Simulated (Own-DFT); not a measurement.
# Computed records: Ti₁₂O₂₃ (rutile with two vacancies, strained, atoms displaced), Si₂₃O₄₈ (quartz with one vacancy, atoms displaced)

Computed with Own-DFT development build. A calculation, not a measurement: plane-wave PBE density functional theory by an unreviewed code, no spin, of a simulated periodic cell, stress positive in tension, free energy of the whole cell less one offset for each atom, defect cell not probed for a lower state with spin; oxygen file: force components 24 meV/angstrom off all-electron in one glass; forces on such cells passed a denser k mesh, this cell's mesh not checked; offsets are fitted by least squares, one for each functional and potential file, so energies compare only between cells with the same atoms and settings and are not formation energies; the far tail of each file's local potential was reset to the Coulomb form; each entry is a single point on an unrelaxed cell, so the pressure reflects the starting lattice, mostly measured values (interpolated for alloys), from which strain is counted, and rises with the displacements; printed positions are rounded, which can move forces by about a meV/angstrom; the program, named Own-DFT, is a retired in-house code; no spin-orbit coupling; before rounding, a Quantum ESPRESSO 7.3.1 run of the same cell and cutoff gave forces within 1 meV/angstrom rms on each cell, which checks the program and not the settings.

Common to all runs: functional PBE; potential files PseudoDojo norm-conserving, scalar-relativistic, standard set; wave cutoff 72 hartree; occupations Fermi-Dirac; smearing width 0.1 eV.

(1) 
```cif
# cell vector a (Å): 9.0299 -0.1470 -0.0042
# cell vector b (Å): -0.1470 9.3099 0.1450
# cell vector c (Å): -0.0041 0.1401 8.9893
data_Ti12O23
_symmetry_space_group_name_H-M 'P 1'
_symmetry_Int_Tables_number 1
_cell_length_a 9.0311
_cell_length_b 9.3122
_cell_length_c 8.9904
_cell_angle_alpha 88.215
_cell_angle_beta 90.067
_cell_angle_gamma 91.837
_cell_volume 755.33
loop_
_atom_site_label
_atom_site_type_symbol
_atom_site_fract_x
_atom_site_fract_y
_atom_site_fract_z
_atom_site_occupancy
Ti1 Ti 0.00223 0.00123 0.99722 1
Ti2 Ti 0.24800 0.24467 0.16264 1
O1 O 0.15321 0.14892 0.00050 1
O2 O 0.35005 0.34989 0.99980 1
O3 O 0.40603 0.10069 0.16836 1
O4 O 0.09804 0.40315 0.16979 1
Ti3 Ti 0.00203 0.00483 0.32996 1
Ti4 Ti 0.25124 0.24998 0.49847 1
O5 O 0.15226 0.14523 0.33057 1
O6 O 0.34407 0.35069 0.33236 1
O7 O 0.40449 0.09429 0.49965 1
O8 O 0.10098 0.40011 0.49361 1
Ti5 Ti 0.99815 0.00095 0.67037 1
Ti6 Ti 0.25064 0.25030 0.83552 1
O9 O 0.14677 0.14994 0.66190 1
O10 O 0.34911 0.35065 0.66892 1
O11 O 0.40556 0.09482 0.83326 1
O12 O 0.09901 0.39974 0.83754 1
Ti7 Ti 0.99845 0.50059 0.00223 1
Ti8 Ti 0.24689 0.74669 0.16851 1
O13 O 0.15623 0.64940 0.99888 1
O14 O 0.34997 0.84572 0.00417 1
O15 O 0.40382 0.59831 0.16548 1
O16 O 0.10256 0.89993 0.16397 1
Ti9 Ti 0.99985 0.49718 0.32350 1
Ti10 Ti 0.25057 0.74409 0.50338 1
O17 O 0.15037 0.65011 0.33593 1
O18 O 0.34963 0.84785 0.33001 1
O19 O 0.40126 0.59748 0.49940 1
O20 O 0.09584 0.89340 0.50111 1
Ti11 Ti 0.99826 0.50111 0.67534 1
Ti12 Ti 0.25577 0.74963 0.83211 1
O21 O 0.15277 0.65305 0.65958 1
O22 O 0.34634 0.84672 0.66196 1
O23 O 0.40434 0.59221 0.83238 1
Ti13 Ti 0.49759 0.99806 0.99832 1
Ti14 Ti 0.75193 0.25479 0.16543 1
O24 O 0.65626 0.15062 0.99922 1
O25 O 0.85203 0.34771 0.99852 1
O26 O 0.89643 0.09663 0.16703 1
O27 O 0.59859 0.40463 0.16087 1
Ti15 Ti 0.49925 0.99556 0.32941 1
Ti16 Ti 0.74586 0.25560 0.49743 1
O28 O 0.64752 0.15144 0.32682 1
O29 O 0.84924 0.34563 0.33209 1
O30 O 0.90319 0.09705 0.49996 1
O31 O 0.59620 0.40414 0.50107 1
Ti17 Ti 0.50401 0.00249 0.66692 1
Ti18 Ti 0.75352 0.25158 0.82946 1
O32 O 0.65884 0.15339 0.66736 1
O33 O 0.84953 0.34485 0.67403 1
O34 O 0.59618 0.40060 0.83388 1
Ti19 Ti 0.49823 0.49925 0.99706 1
Ti20 Ti 0.75318 0.74879 0.16476 1
O35 O 0.65676 0.64641 0.99984 1
O36 O 0.84503 0.84969 0.00000 1
O37 O 0.90654 0.60337 0.16340 1
O38 O 0.59638 0.90167 0.16697 1
Ti21 Ti 0.49474 0.49914 0.33374 1
Ti22 Ti 0.74955 0.75430 0.49998 1
O39 O 0.65444 0.65234 0.33259 1
O40 O 0.84469 0.84203 0.33613 1
O41 O 0.91108 0.59532 0.50279 1
O42 O 0.59988 0.90203 0.49687 1
Ti23 Ti 0.50035 0.49599 0.67526 1
Ti24 Ti 0.75307 0.74536 0.84096 1
O43 O 0.65215 0.64913 0.66872 1
O44 O 0.84229 0.84691 0.66685 1
O45 O 0.90195 0.60024 0.83515 1
O46 O 0.59988 0.90498 0.82966 1
_calc_k_mesh '3 x 3 x 3 centred on Gamma'
_calc_free_energy_of_cell_above_offsets '-13.779'  # eV
_calc_pressure 2.87  # GPa
_calc_stress_xx -6.26  # GPa
_calc_stress_yy -2.48  # GPa
_calc_stress_zz 0.13  # GPa
_calc_stress_yz 4.15  # GPa
_calc_stress_xz 0.43  # GPa
_calc_stress_xy -6.75  # GPa
```

Force:
```tsv
element	x (eV/Å)	y (eV/Å)	z (eV/Å)
Ti	-0.54	-0.445	2.811
Ti	0.97	0.291	0.821
O	-0.427	-0.18	-0.103
O	-0.847	-0.928	-0.194
O	-0.752	0.248	-0.78
O	0.15	-0.337	-0.595
Ti	-0.654	-1.089	0.992
Ti	-0.203	0.588	0.095
O	0.601	0.755	0.119
O	-0.068	-0.675	-0.354
O	-0.356	0.528	0.197
O	0.115	-0.452	0.531
Ti	-0.071	-0.605	-3.631
Ti	-0.036	0.138	-0.921
O	0.152	-0.069	0.977
O	-0.788	-1.108	-0.163
O	-0.746	0.527	-0.311
O	0.144	0.02	0.015
Ti	0.527	0.017	-0.022
Ti	0.192	-0.024	0.886
O	-0.275	0.4	-0.628
O	-0.55	0.001	-1.309
O	-0.138	-0.088	-0.158
O	-0.639	0.389	-0.513
Ti	0.531	0.498	2.407
Ti	0.13	0.544	-1.376
O	0.3	0.244	-0.496
O	-0.494	-0.448	-0.172
O	0.133	-0.212	-0.212
O	-0.335	0.846	0.346
Ti	0.087	0.479	-2.24
Ti	1.193	-1.048	0.036
O	-0.327	-0.324	2.106
O	-0.007	0.295	1.126
O	-0.944	1.097	-0.114
Ti	1.022	0.222	0.391
Ti	-1.102	-0.678	0.102
O	0.343	-0.007	-0.358
O	0.09	-0.246	-0.533
O	0.671	-0.267	-0.54
O	0.299	-0.347	0.47
Ti	0.156	-0.139	0.358
Ti	-0.298	-0.393	-0.712
O	0.91	0.97	0.774
O	-0.256	-0.027	-0.015
O	-0.154	0.002	0.245
O	0.702	-0.755	-0.018
Ti	-0.117	-0.447	-0.605
Ti	-1.902	0.522	1.222
O	0.053	-0.327	0.401
O	0.595	0.073	-0.77
O	0.782	-0.601	0.265
Ti	0.383	0.03	1.399
Ti	-0.907	0.124	1.737
O	-0.116	0.37	0.15
O	0.97	0.78	-0.571
O	-0.076	-0.381	-0.353
O	0.332	-0.197	-0.343
Ti	0.329	0.858	0.02
Ti	-0.224	-0.746	0.096
O	-0.262	-0.4	-0.105
O	0.814	0.686	-0.903
O	-0.625	-0.223	0.265
O	0.004	0.083	0.593
Ti	0.609	0.942	-1.401
Ti	-0.604	0.542	-1.711
O	0.026	0.048	0.331
O	1.062	0.753	0.573
O	0.503	-0.393	-0.125
O	-0.04	-0.301	0.495
```

(2) 
```cif
# cell vector a (Å): 9.8268 0.0000 0.0000
# cell vector b (Å): -4.9134 8.5103 0.0000
# cell vector c (Å): 0.0000 0.0000 10.8104
data_Si23O48
_symmetry_space_group_name_H-M 'P 1'
_symmetry_Int_Tables_number 1
_cell_length_a 9.8268
_cell_length_b 9.8268
_cell_length_c 10.8104
_cell_angle_alpha 90.000
_cell_angle_beta 90.000
_cell_angle_gamma 120.000
_cell_volume 904.06
loop_
_atom_site_label
_atom_site_type_symbol
_atom_site_fract_x
_atom_site_fract_y
_atom_site_fract_z
_atom_site_occupancy
Si1 Si 0.23224 0.00220 0.00163 1
Si2 Si 0.26274 0.25923 0.16783 1
O1 O 0.21078 0.13162 0.05891 1
O2 O 0.42660 0.29473 0.22726 1
O3 O 0.36671 0.07106 0.39546 1
O4 O 0.07388 0.36606 0.44641 1
O5 O 0.12884 0.20503 0.26689 1
O6 O 0.29291 0.42605 0.10659 1
Si3 Si 0.23394 0.99898 0.50533 1
Si4 Si 0.99768 0.23757 0.83614 1
Si5 Si 0.25988 0.26610 0.66536 1
O7 O 0.20917 0.13862 0.55668 1
O8 O 0.42254 0.29279 0.72888 1
O9 O 0.37063 0.07386 0.89294 1
O10 O 0.07475 0.36347 0.94304 1
O11 O 0.13556 0.20510 0.77014 1
O12 O 0.29472 0.42319 0.60628 1
Si6 Si 0.23420 0.49996 0.00078 1
Si7 Si 0.99410 0.73062 0.33511 1
Si8 Si 0.27116 0.76748 0.17265 1
O13 O 0.20825 0.63138 0.05806 1
O14 O 0.42735 0.79405 0.22672 1
O15 O 0.36695 0.57232 0.39024 1
O16 O 0.06952 0.86438 0.44427 1
O17 O 0.13281 0.70707 0.27397 1
O18 O 0.29125 0.93125 0.10487 1
Si9 Si 0.23709 0.50522 0.50176 1
Si10 Si 0.00525 0.74060 0.83242 1
Si11 Si 0.26852 0.76751 0.67204 1
O19 O 0.20994 0.63763 0.56268 1
O20 O 0.43074 0.79433 0.72229 1
O21 O 0.36491 0.57016 0.89419 1
O22 O 0.07695 0.87172 0.93904 1
O23 O 0.13325 0.70206 0.77592 1
O24 O 0.28974 0.92531 0.60569 1
Si12 Si 0.73630 0.00478 0.99926 1
Si13 Si 0.50029 0.23574 0.34297 1
Si14 Si 0.76943 0.27258 0.16632 1
O25 O 0.70907 0.13176 0.05860 1
O26 O 0.92228 0.29504 0.22565 1
O27 O 0.86190 0.07082 0.38869 1
O28 O 0.57269 0.36231 0.44133 1
O29 O 0.63431 0.20884 0.27263 1
O30 O 0.79358 0.42713 0.10697 1
Si15 Si 0.74138 0.00106 0.50061 1
Si16 Si 0.49304 0.23488 0.83395 1
Si17 Si 0.76742 0.26527 0.66677 1
O31 O 0.70922 0.13271 0.55749 1
O32 O 0.92127 0.29312 0.72996 1
O33 O 0.86534 0.07832 0.89293 1
O34 O 0.56954 0.36707 0.93842 1
O35 O 0.63188 0.20653 0.77452 1
O36 O 0.78911 0.42290 0.60440 1
Si18 Si 0.73452 0.49661 0.00320 1
Si19 Si 0.49883 0.73463 0.33854 1
Si20 Si 0.76703 0.76201 0.16791 1
O37 O 0.70855 0.63676 0.06040 1
O38 O 0.92446 0.79561 0.22008 1
O39 O 0.86751 0.57494 0.39067 1
O40 O 0.57574 0.85684 0.44106 1
O41 O 0.62929 0.70209 0.27998 1
O42 O 0.79044 0.92328 0.10354 1
Si21 Si 0.73405 0.49992 0.49731 1
Si22 Si 0.50729 0.73773 0.83715 1
Si23 Si 0.77001 0.76929 0.66702 1
O43 O 0.70932 0.63294 0.56040 1
O44 O 0.92404 0.78977 0.72919 1
O45 O 0.86788 0.57660 0.89690 1
O46 O 0.57335 0.86486 0.94325 1
O47 O 0.62991 0.70759 0.77221 1
O48 O 0.79558 0.92543 0.60661 1
_calc_k_mesh '3 x 3 x 2 centred on Gamma'
_calc_free_energy_of_cell_above_offsets '-8.456'  # eV
_calc_pressure 9.15  # GPa
_calc_stress_xx -9.62  # GPa
_calc_stress_yy -9.66  # GPa
_calc_stress_zz -8.18  # GPa
_calc_stress_yz -1  # GPa
_calc_stress_xz -1.33  # GPa
_calc_stress_xy -0.04  # GPa
```

Force:
```tsv
element	x (eV/Å)	y (eV/Å)	z (eV/Å)
Si	3.09	-1.106	-2.253
Si	0.101	2.105	-1.27
O	-2.349	2.507	0.789
O	1.313	-0.218	1.263
O	-0.177	-0.626	0.355
O	-0.777	-0.583	-0.403
O	-1.337	-0.746	1.789
O	0.775	-0.696	0.569
Si	-1.545	0.825	-2.52
Si	2.082	-0.123	-1.579
Si	2.729	-1.142	-0.1
O	0.023	-0.657	-0.266
O	-0.778	0.456	-1.192
O	-1.183	-1.837	1.122
O	-0.711	0.017	0.074
O	-3.562	-0.644	2.705
O	-1.073	3.131	-1.227
Si	1.06	-0.393	0.18
Si	1.151	4.008	-2.024
Si	-3.238	-0.132	-3.391
O	-1.322	2.41	1.849
O	2.336	0.562	1.314
O	-1.04	-1.436	1.229
O	-0.149	-0.323	-0.387
O	-0.385	-0.07	0.397
O	1.882	-2.137	2.169
Si	1.005	-0.987	-0.458
Si	-0.26	-1.84	1.848
Si	-0.516	0.067	-0.877
O	-0.291	0.158	-0.127
O	1.442	0.143	1.471
O	0.827	1.062	-1.135
O	-1.067	-0.818	-0.695
O	0.095	0.108	0.101
O	1.463	-0.851	2.277
Si	1.263	-2.459	0.592
Si	-0.052	-2.389	-4.926
Si	-1.49	-3.814	-0.105
O	-2.02	2.807	1.571
O	3.349	0.631	1.51
O	0.878	0.354	-1.178
O	-0.235	2.653	2.485
O	-0.883	0.04	0.421
O	-0.067	1.311	0.108
Si	-1.372	-0.528	-0.745
Si	2.18	0.382	-0.792
Si	-2.723	-0.908	-0.43
O	-0.522	0.306	0.604
O	2.138	0.725	0.538
O	0.375	-1	-0.492
O	0.461	1.108	1.293
O	-0.018	0.128	-0.317
O	0.186	0.639	-0.199
Si	-1.862	1.532	-2.035
Si	0.489	-0.891	-3.379
Si	-5.01	0.894	-0.017
O	0.181	-1.983	-1.182
O	4.631	0.022	3.051
O	-1.212	-2.863	0.992
O	0.091	3.139	3.144
O	1.906	0.208	-1.647
O	0.225	-0.138	0.314
Si	0.641	-0.011	0.928
Si	-3.361	-1.219	-0.372
Si	-1.094	-2.427	0.16
O	-0.474	0.616	0.232
O	0.526	0.87	-0.519
O	0.474	0.401	-0.477
O	-0.347	0.674	0.363
O	2.946	-0.142	-1.386
O	0.191	1.139	0.296
```

(3) 
```cif
# cell vector a (Å): 9.0990 -0.0823 0.0433
# cell vector b (Å): -0.0823 9.3627 0.1337
# cell vector c (Å): 0.0419 0.1291 8.9626
data_Ti12O23
_symmetry_space_group_name_H-M 'P 1'
_symmetry_Int_Tables_number 1
_cell_length_a 9.0995
_cell_length_b 9.3640
_cell_length_c 8.9636
_cell_angle_alpha 88.359
_cell_angle_beta 89.467
_cell_angle_gamma 91.018
_cell_volume 763.30
loop_
_atom_site_label
_atom_site_type_symbol
_atom_site_fract_x
_atom_site_fract_y
_atom_site_fract_z
_atom_site_occupancy
Ti1 Ti 0.98862 0.99689 0.00774 1
Ti2 Ti 0.25192 0.24546 0.16328 1
O1 O 0.15435 0.15101 0.00695 1
O2 O 0.34172 0.35137 0.00025 1
O3 O 0.41187 0.10022 0.16853 1
O4 O 0.09291 0.39579 0.16508 1
Ti3 Ti 0.99183 0.01413 0.33311 1
Ti4 Ti 0.26428 0.25157 0.50202 1
O5 O 0.17338 0.15763 0.32840 1
O6 O 0.34649 0.35038 0.33739 1
O7 O 0.39498 0.09896 0.50234 1
O8 O 0.09587 0.39411 0.50946 1
Ti5 Ti 0.01374 0.00057 0.65603 1
Ti6 Ti 0.25441 0.24952 0.84847 1
O9 O 0.15683 0.14026 0.66177 1
O10 O 0.34538 0.33723 0.67368 1
O11 O 0.38178 0.09353 0.85296 1
O12 O 0.08977 0.40242 0.83157 1
Ti7 Ti 0.98935 0.49446 0.00525 1
Ti8 Ti 0.25390 0.74770 0.15169 1
O13 O 0.14581 0.64192 0.01101 1
O14 O 0.33091 0.84194 0.98846 1
O15 O 0.41697 0.59811 0.17466 1
O16 O 0.11605 0.89579 0.15821 1
Ti9 Ti 0.02181 0.50943 0.32628 1
Ti10 Ti 0.25279 0.74889 0.50973 1
O17 O 0.14305 0.65652 0.33888 1
O18 O 0.39530 0.59914 0.48782 1
O19 O 0.09541 0.89532 0.50140 1
Ti11 Ti 0.00466 0.50295 0.66674 1
Ti12 Ti 0.26040 0.74832 0.83863 1
O20 O 0.15887 0.65744 0.66369 1
O21 O 0.34689 0.85164 0.66469 1
O22 O 0.42169 0.61231 0.83680 1
O23 O 0.09971 0.90853 0.82830 1
Ti13 Ti 0.50015 0.99014 0.99350 1
Ti14 Ti 0.75355 0.23916 0.17223 1
O24 O 0.65178 0.15696 0.98937 1
O25 O 0.83567 0.36061 0.01266 1
O26 O 0.90515 0.08427 0.16453 1
O27 O 0.59292 0.40148 0.16876 1
Ti15 Ti 0.51092 0.00273 0.34834 1
Ti16 Ti 0.74370 0.25256 0.50401 1
O28 O 0.64011 0.15642 0.32248 1
O29 O 0.85550 0.35279 0.33475 1
O30 O 0.89494 0.07729 0.50047 1
O31 O 0.60214 0.40697 0.51183 1
Ti17 Ti 0.51041 0.00417 0.67452 1
Ti18 Ti 0.73634 0.24854 0.82728 1
O32 O 0.65363 0.15553 0.66622 1
O33 O 0.85323 0.36115 0.66042 1
O34 O 0.88148 0.09662 0.82673 1
O35 O 0.58657 0.41342 0.81930 1
Ti19 Ti 0.50468 0.50175 0.00125 1
Ti20 Ti 0.74818 0.75464 0.15976 1
O36 O 0.64226 0.65290 0.00581 1
O37 O 0.84569 0.86314 0.99517 1
O38 O 0.89547 0.59782 0.15414 1
Ti21 Ti 0.48746 0.49418 0.34000 1
Ti22 Ti 0.75303 0.75249 0.48412 1
O39 O 0.65075 0.64500 0.32478 1
O40 O 0.84521 0.85132 0.33449 1
O41 O 0.89603 0.59765 0.47853 1
O42 O 0.60253 0.90773 0.49105 1
Ti23 Ti 0.50197 0.50206 0.67072 1
Ti24 Ti 0.75626 0.74056 0.82529 1
O43 O 0.64273 0.65920 0.67129 1
O44 O 0.84359 0.84148 0.68991 1
O45 O 0.90607 0.60508 0.84685 1
O46 O 0.59197 0.89973 0.82596 1
_calc_k_mesh '3 x 3 x 3 centred on Gamma'
_calc_free_energy_of_cell_above_offsets '-9.400'  # eV
_calc_pressure 4.47  # GPa
_calc_stress_xx -5.65  # GPa
_calc_stress_yy -2.62  # GPa
_calc_stress_zz -5.14  # GPa
_calc_stress_yz 3.78  # GPa
_calc_stress_xz 1.51  # GPa
_calc_stress_xy -4.99  # GPa
```

Force:
```tsv
element	x (eV/Å)	y (eV/Å)	z (eV/Å)
Ti	2.669	-0.522	-3.921
Ti	0.191	-0.386	0.208
O	-0.739	0.121	0.207
O	0.739	0.627	-0.553
O	0.19	-1.226	-0.447
O	0.524	0.271	0.418
Ti	2.284	-1.199	1.73
Ti	-1.686	0.274	1.147
O	-2.843	-1.94	1.072
O	0.206	0.174	-0.492
O	1.569	-1.585	-0.478
O	0.257	1.25	-0.491
Ti	0.503	-0.269	2.876
Ti	-1.311	0.453	-1.428
O	-0.381	0.639	0.06
O	0.724	1.026	-0.282
O	2.102	-1.123	-0.881
O	0.321	0.037	-0.285
Ti	0.131	-0.468	-0.432
Ti	-1.802	-1.361	0.837
O	2.058	1.212	-0.415
O	3.01	2.124	1.115
O	-1.922	0.904	-0.719
O	-1.088	0.824	0.841
Ti	-2.291	-2.074	0.801
Ti	-0.821	-0.17	0.928
O	2.527	1.914	-0.392
O	-0.172	0.656	0.673
O	0.421	0.226	-1.249
Ti	-0.207	-1.419	-0.264
Ti	-1.949	-0.94	-2.173
O	-0.469	-0.62	0.107
O	0.61	0.043	-0.437
O	-2.129	0.129	-0.186
O	-0.178	-0.504	0.633
Ti	-0.698	1.816	0.934
Ti	0.219	3.341	-1.059
O	-0.952	-1.169	1.2
O	-0.589	-1.535	-0.839
O	-1.513	1.876	0.792
O	0.196	-0.601	-0.305
Ti	-1.976	2.688	-1.872
Ti	2.046	2.884	-1.61
O	0.525	-0.436	1.678
O	-1.527	-2.286	-0.11
O	-0.773	1.458	-1.109
O	-0.217	-0.554	-0.588
Ti	-1.997	-0.549	-0.337
Ti	3.05	0.124	1.191
O	-1.178	-0.582	-0.1
O	-1.636	-1.431	-0.004
O	0.956	0.646	0.5
O	1.729	-2.03	1.999
Ti	0.344	-0.36	1.742
Ti	0.32	-2.757	0.224
O	1.107	1.35	0.693
O	-1.728	-1.505	0.921
O	-0.001	0.994	1.177
Ti	1.747	0.254	-1.399
Ti	0.085	-3.034	1.288
O	0.939	2.045	0.578
O	0.214	0.687	-1.591
O	0.012	0.819	1.266
O	0.328	-0.726	1.721
Ti	-0.689	1.122	-1.159
Ti	-0.736	-1.051	0.458
O	0.466	-0.116	-1.011
O	1.232	1.317	-3.068
O	-0.289	-0.132	-1.289
O	-0.06	0.335	0.964
```
